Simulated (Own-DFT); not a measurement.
# One host, several defects: grey tin

The numbers are computed, not measured, by runs of the plane-wave DFT program Own-DFT (in-house, retired, unreviewed) at fixed positions, with no spin and no spin-orbit coupling.

All runs used: PBE; PseudoDojo norm-conserving scalar-relativistic files; cutoff 42 hartree; 3 x 3 x 3 k mesh centred on Gamma; cold (Marzari-Vanderbilt) smearing of 0.2 eV.

Keep in mind (not all hold for every row): not probed for a lower state with spin; forces on such cells moved up to 12 meV/angstrom on a denser k mesh; stress not checked against mesh or cutoff.

All runs share one cell, with vectors in Å (12.978, 0.000, 0.000); (0.000, 12.978, 0.000); (0.000, 0.000, 12.978) and a volume of 2185.9 Å³. The atoms are randomly displaced, by u rms on each axis. The defect's site can differ from row to row.

```
            cell  formula   u (Å)  P (GPa)
       no defect     Sn64  0.0195     3.38
       no defect     Sn64  0.0199     3.38
       no defect     Sn64  0.0487     3.60
two Sn vacancies     Sn62  0.0295     3.05
two Sn vacancies     Sn62  0.0473     3.24
two Sn vacancies     Sn62  0.0532     3.36
  one Sn vacancy     Sn63  0.0271     3.21
  one Sn vacancy     Sn63  0.0313     3.22
  one Sn vacancy     Sn63  0.0506        ?
  one Sn vacancy     Sn63  0.0520     3.41
```

## Worked fit

P = P0 + c u² + a shift for each defect gives P0 = 3.32 GPa, c = 122 ± 10 GPa/Å² and a scatter of 0.03 GPa. The shifts, and each times the cell's volume:

- one Sn vacancy: -0.22 ± 0.02 GPa, -3.1 eV
- two Sn vacancies: -0.35 ± 0.02 GPa, -4.7 eV (-2.4 eV for each of its 2 sites)

Positive is outwards. The product with the volume (160.2 GPa Å³ to the eV) is nearly free of the cell's size; divided by the bulk modulus at the cell's pressure it gives the volume that the defect adds. The atoms around the defects weren't relaxed, which would change these numbers.

## Test on the hidden row

Q: what pressure belongs in the blank (one Sn vacancy, u = 0.0506 Å)?

The fit gives 3.41 ± 0.03 GPa. Computed: 3.49 GPa.
